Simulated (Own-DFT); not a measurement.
# Response to strain: wurtzite GaN, 72 atoms (Ga36N36)

All numbers below are calculated, not measured. The program, named Own-DFT, is a retired in-house plane-wave density functional code that no person has reviewed. Each row is one single-point run on a periodic cell that was not relaxed, without spin or spin-orbit coupling.

Settings of every run: PBE; PseudoDojo norm-conserving scalar-relativistic files; cutoff 42 hartree; 4 x 4 x 3 k mesh centred on Gamma; Fermi-Dirac smearing of 0.1 eV.

Known limits: forces not confirmed at this smearing and k mesh; stress not checked against mesh or cutoff.

Unstrained cell vectors in Å: (9.567, 0.000, 0.000); (-4.783, 8.285, 0.000); (0.000, 0.000, 10.370). The unstrained cell has measured lattice constants (interpolated for alloys), not those of this functional. That, the random moves and any unrelaxed bonds set the pressure at no strain. Each run strains this cell uniformly, with the atoms carried along. Every atom was also moved at random, by a Gaussian of width 0.05 Å on each axis. Strain is the symmetric tensor, in per cent. Stress is positive in tension, and the pressure is minus a third of its trace.

| run | e_xx (%) | e_yy (%) | e_zz (%) | e_yz (%) | e_xz (%) | e_xy (%) | s_xx (GPa) | s_yy (GPa) | s_zz (GPa) | s_yz (GPa) | s_xz (GPa) | s_xy (GPa) | P (GPa) | E (meV/atom) |
|---|---|---|---|---|---|---|---|---|---|---|---|---|---|---|
| 1 | -2.00 | -1.63 | 1.04 | 1.56 | -1.19 | 1.48 | -17.78 | -18.43 | -4.57 | 2.79 | -2.30 | 4.85 | 13.59 | 44.0 |
| 2 | 0.57 | -1.06 | -1.50 | -0.29 | -0.30 | -0.50 | -8.58 | -12.30 | -15.20 | -1.07 | 0.20 | -2.06 | 12.03 | 35.3 |
| 3 | 1.98 | -0.12 | 1.01 | 0.15 | 0.57 | 1.62 | -0.39 | -5.29 | -1.53 | 0.11 | 1.16 | 4.32 | 2.40 | 11.2 |
| 4 | -1.30 | 0.65 | 0.10 | -0.46 | -0.40 | -0.52 | -11.97 | -5.93 | -8.47 | -1.41 | -1.02 | -1.45 | 8.79 | 18.0 |
| 5 | 1.35 | -1.65 | 1.99 | 0.83 | 0.06 | -1.48 | -2.66 | -10.35 | 0.39 | 1.78 | 0.50 | -5.00 | 4.21 | 1.1 |
| 6 | 0.55 | -1.39 | -1.41 | -0.74 | 1.98 | -1.66 | -6.23 | -14.60 | -18.73 | -1.75 | 4.36 | -5.96 | 13.18 | 47.6 |
| 7 | -1.87 | -0.90 | 1.39 | 1.79 | -0.25 | -0.68 | -16.61 | -13.61 | -3.42 | 3.70 | -1.88 | -1.33 | 11.21 | 37.2 |
| 8 | 1.01 | 0.54 | 1.75 | 0.26 | 0.88 | 0.06 | -2.79 | -2.96 | 0.87 | 0.20 | 1.95 | -0.19 | 1.63 | 7.3 |
| 9 | 1.69 | 1.27 | -1.29 | -0.53 | -1.43 | -1.05 | -0.46 | -1.15 | -11.33 | -0.38 | -3.10 | -2.44 | 4.31 | 0.0 |
| 10 | 1.84 | -0.76 | -1.90 | 1.47 | -0.12 | -1.29 | -4.45 | -8.77 | -16.03 | 3.49 | 0.16 | -5.44 | 9.75 | 30.3 |
| 11 | 1.28 | -1.93 | -1.67 | 1.75 | -1.31 | 1.23 | -4.90 | -18.87 | -16.64 | 4.19 | -2.98 | 3.59 | 13.47 | 53.9 |
| 12 | 1.34 | 0.00 | -1.36 | -0.92 | -1.82 | -0.33 | -3.14 | -7.07 | -12.79 | -2.54 | -3.42 | -0.27 | 7.66 | 16.9 |
| 13 | 1.93 | -1.28 | -1.29 | -0.20 | 0.61 | -0.18 | -2.87 | -10.91 | -12.90 | -0.97 | 2.39 | -1.56 | 8.90 | 25.1 |
| 14 | -1.54 | -0.75 | 1.04 | 0.91 | 1.70 | 0.57 | -15.34 | -11.89 | -5.07 | 3.15 | 4.00 | 1.58 | 10.77 | 27.9 |
| 15 | 0.07 | 1.71 | -1.40 | 1.06 | -1.24 | 0.14 | -5.74 | -0.50 | -14.18 | 1.58 | -1.98 | 0.40 | 6.81 | 10.0 |
| 16 | -1.80 | 1.97 | -1.75 | -0.46 | -0.28 | -1.68 | ? | ? | ? | ? | ? | ? | ? | ? |

E is the free energy for each atom above the lowest run shown.

## Worked fit

Each stress component was fitted by least squares to a constant and the strains of the runs shown, as fractions, with shears doubled. Shear strains stay in the fit of a normal stress only where such slopes are resolved. The slopes, in GPa:

```
stress,at no strain,per e_xx,per e_yy,per e_zz,scatter
s_xx,-8.1,399 ± 22,113 ± 26,42 ± 22,1.08
s_yy,-7.7,149 ± 25,469 ± 29,86 ± 25,1.21
s_zz,-8.2,77 ± 25,79 ± 29,479 ± 25,1.21
```

Each shear stress against twice its own strain: yz 119 ± 12, xz 110 ± 8, xy 152 ± 6 GPa. These are stiffnesses along x, y and z of the frame in which the cell vectors are given, which need not be the crystal's axes. The atoms are held to the strained lattice; where symmetry lets them move under strain, relaxing them would lower some slopes. The table should be nearly symmetric about its diagonal, and what it lacks of that shows the noise. A ninth of its sum, 210 ± 5 GPa, estimates the bulk modulus near the mean pressure of these runs, 8.6 GPa, so it lies above the value at zero pressure.

## Withheld run

Question: what normal stresses and pressure should run 16 give?

The fit gives s_xx = -13.8, s_yy = -2.6, s_zz = -16.4 and P = 10.9 GPa. The calculation gave -12.72, -1.74, -20.00 and P = 11.48 GPa.
